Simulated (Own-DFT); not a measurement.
# Energy and forces against displacement in grey tin, 64 atoms (Sn64)

Calculated results; nothing here was measured. The program, named Own-DFT, is a retired in-house plane-wave density functional code that no person has reviewed. Each row is one single-point run on a periodic cell that was not relaxed, without spin or spin-orbit coupling.

Settings of every run: PBE; PseudoDojo norm-conserving scalar-relativistic files; cutoff 42 hartree; 3 x 3 x 3 k mesh centred on Gamma; cold (Marzari-Vanderbilt) smearing of 0.2 eV.

Known limits: forces on such cells moved up to 12 meV/angstrom on a denser k mesh; stress not checked against mesh or cutoff.

Cell vectors in Å: (12.978, 0.000, 0.000); (0.000, 12.978, 0.000); (0.000, 0.000, 12.978). In each run every atom was moved at random and independently from its ideal site; u is the rms move along one axis. E is the free energy for each atom above the fitted value at u = 0, and F the rms of the force components.

```
run,u (Å),E (meV/atom),F (eV/Å),largest force (eV/Å),P (GPa)
1,0.0185,4.5,0.210,0.82,3.38
2,0.0209,5.2,0.222,0.78,3.38
3,0.0477,30.9,0.540,1.89,3.63
4,0.0504,31.3,0.535,1.65,3.62
5,0.0920,?,?,?,?
6,0.1022,129.0,1.115,3.59,4.56
7,0.1502,271.9,1.718,6.77,5.87
```

## Worked fit

For small independent moves the energy grows as E = (3/2) K u², with K the mean stiffness felt by one atom. The runs with u up to 0.11 Å give K = 8.4 ± 0.3 eV/Å², with residuals divided by u² + 0.0006 Å², since the noise grows with the moves. The scatter is 1.6 meV/atom at u = 0.05 Å. The forces follow F = G u with G = 11.0 eV/Å²; no force at u = 0 is resolved. G exceeds K because the moves of its neighbours add to the force on an atom, and stiffness differs between atoms. At u = 0.150 Å the parabola gives 286 meV/atom and the run 272. The pressure follows P = 3.34 + 117 u² GPa: at fixed volume, shortened bonds push harder than stretched ones pull.

## Withheld run

Question: what energy and rms force should run 5 give?

The fit gives 107 ± 6 meV/atom and about 1.01 eV/Å. The calculation gave 126.1 meV/atom and 1.192 eV/Å. This run lies off the fit, by chance or by something that the fit leaves out.
